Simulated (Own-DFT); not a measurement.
# Strain and stress in 6H (3C twinned every three layers) SiC, 48 atoms (C24Si24)

All numbers below are calculated, not measured. They come from Own-DFT, an in-house plane-wave density functional program, since retired, whose code no person has reviewed. Each row is one single-point run on a periodic cell that was not relaxed, without spin or spin-orbit coupling.

Settings of every run: PBE; PseudoDojo norm-conserving scalar-relativistic files; cutoff 42 hartree; 5 x 5 x 2 k mesh centred on Gamma; Fermi-Dirac smearing of 0.1 eV.

Known limits: forces on such cells passed a denser k mesh, each cell not checked; stress not checked against mesh or cutoff.

Unstrained cell vectors in Å: (4.360, -4.360, 0.000); (0.000, 4.360, -4.360); (8.719, 8.719, 8.719). The unstrained cell has measured lattice constants (interpolated for alloys), not those of this functional. That, the random moves and any unrelaxed bonds set the pressure at no strain. Each run strains this cell uniformly, with the atoms carried along. Every atom was also moved at random, by a Gaussian of width 0.05 Å on each axis. Strain is the symmetric tensor, in per cent. Stress is positive in tension, and the pressure is minus a third of its trace.

| run | e_xx (%) | e_yy (%) | e_zz (%) | e_yz (%) | e_xz (%) | e_xy (%) | s_xx (GPa) | s_yy (GPa) | s_zz (GPa) | s_yz (GPa) | s_xz (GPa) | s_xy (GPa) | P (GPa) | E (meV/atom) |
|---|---|---|---|---|---|---|---|---|---|---|---|---|---|---|
| 1 | -0.72 | -1.32 | -0.38 | -1.15 | -0.98 | 1.61 | -11.11 | -16.31 | -8.05 | -4.62 | -5.83 | 7.79 | 11.83 | 55.9 |
| 2 | 0.70 | 0.09 | 1.00 | 0.66 | -1.20 | 0.66 | -1.23 | -4.40 | 1.06 | 1.37 | -6.99 | 2.28 | 1.52 | 9.8 |
| 3 | -0.50 | 0.39 | -0.47 | 0.61 | 1.15 | 0.74 | -6.80 | -3.25 | -9.26 | 3.02 | 7.20 | 3.33 | 6.44 | 0.9 |
| 4 | 1.00 | -1.62 | -0.66 | 1.03 | 1.40 | 0.00 | -2.55 | -11.36 | -11.81 | 6.17 | 6.84 | 0.30 | 8.57 | 26.4 |
| 5 | -0.15 | -0.71 | 0.98 | 1.05 | 1.70 | 0.94 | -6.76 | -6.35 | -2.44 | 4.81 | 6.90 | 4.91 | 5.18 | 19.0 |
| 6 | -1.77 | 0.61 | 0.48 | -0.74 | -0.64 | 0.33 | -14.34 | -3.85 | -5.09 | -7.11 | -3.07 | 0.46 | 7.76 | 38.9 |
| 7 | -1.48 | 0.50 | -0.37 | -1.05 | 1.63 | 1.03 | -15.16 | -2.46 | -9.46 | -4.29 | 9.16 | 4.57 | 9.02 | 41.2 |
| 8 | -0.22 | -1.91 | -0.18 | 0.19 | 1.26 | 1.93 | -8.76 | -18.55 | -7.79 | 2.49 | 4.62 | 9.76 | 11.70 | 57.4 |
| 9 | 1.03 | 0.42 | 1.35 | -0.38 | 0.24 | 1.19 | 1.76 | -1.73 | 2.40 | -1.51 | 0.93 | 4.58 | -0.81 | 0.0 |
| 10 | 0.10 | 1.09 | 1.41 | 0.22 | 1.93 | -0.52 | -2.86 | 1.93 | 2.27 | 0.74 | 7.66 | -0.61 | -0.45 | 6.0 |
| 11 | 0.20 | -1.54 | -1.04 | -1.63 | -1.23 | 0.36 | -8.71 | -15.22 | -11.87 | -8.03 | -7.90 | 0.79 | 11.93 | 67.1 |
| 12 | 1.95 | 1.13 | -0.44 | 0.45 | -1.86 | 1.71 | 5.39 | -1.35 | -2.74 | 2.17 | -6.77 | 7.01 | -0.44 | 19.0 |
| 13 | -0.58 | -0.31 | 0.74 | -1.59 | -1.53 | 1.53 | -8.33 | -5.70 | -3.25 | -7.21 | -6.59 | 6.99 | 5.76 | 21.8 |
| 14 | 1.55 | 1.73 | -1.84 | -0.28 | 1.07 | 1.43 | -1.33 | 4.16 | -12.18 | -0.34 | 5.74 | 5.66 | 3.11 | 45.3 |
| 15 | -1.77 | -0.06 | 0.84 | 0.28 | -1.28 | 1.83 | -12.52 | -7.86 | -2.72 | -0.57 | -4.75 | 7.16 | 7.70 | 28.7 |
| 16 | 1.88 | -1.38 | -1.21 | 1.86 | 1.71 | 2.00 | ? | ? | ? | ? | ? | ? | ? | ? |

E is the free energy for each atom above the lowest run shown.

## Worked fit

Each stress component was fitted by least squares to a constant and the strains of the runs shown, as fractions, with shears doubled. Shear strains stay in the fit of a normal stress only where such slopes are resolved. The slopes, in GPa:

| stress | at no strain | per e_xx | per e_yy | per e_zz | scatter |
|---|---|---|---|---|---|
| s_xx | -6.1 | 514 ± 29 | 66 ± 29 | 169 ± 34 | 1.18 |
| s_yy | -5.6 | 67 ± 50 | 551 ± 50 | 83 ± 59 | 2.02 |
| s_zz | -5.7 | 118 ± 31 | 93 ± 31 | 514 ± 36 | 1.24 |

Each shear stress against twice its own strain: yz 209 ± 14, xz 229 ± 13, xy 227 ± 16 GPa. These are stiffnesses along x, y and z of the frame in which the cell vectors are given, which need not be the crystal's axes. The atoms are held to the strained lattice; where symmetry lets them move under strain, relaxing them would lower some slopes. The table should be nearly symmetric about its diagonal, and what it lacks of that shows the noise. A ninth of its sum, 242 ± 6 GPa, estimates the bulk modulus near the mean pressure of these runs, 5.9 GPa, so it lies above the value at zero pressure.

## Withheld run

Question: what normal stresses and pressure should run 16 give?

The fit gives s_xx = 0.6, s_yy = -13.0, s_zz = -11.0 and P = 7.8 GPa. The calculation gave 0.21, -13.48, -11.46 and P = 8.24 GPa.
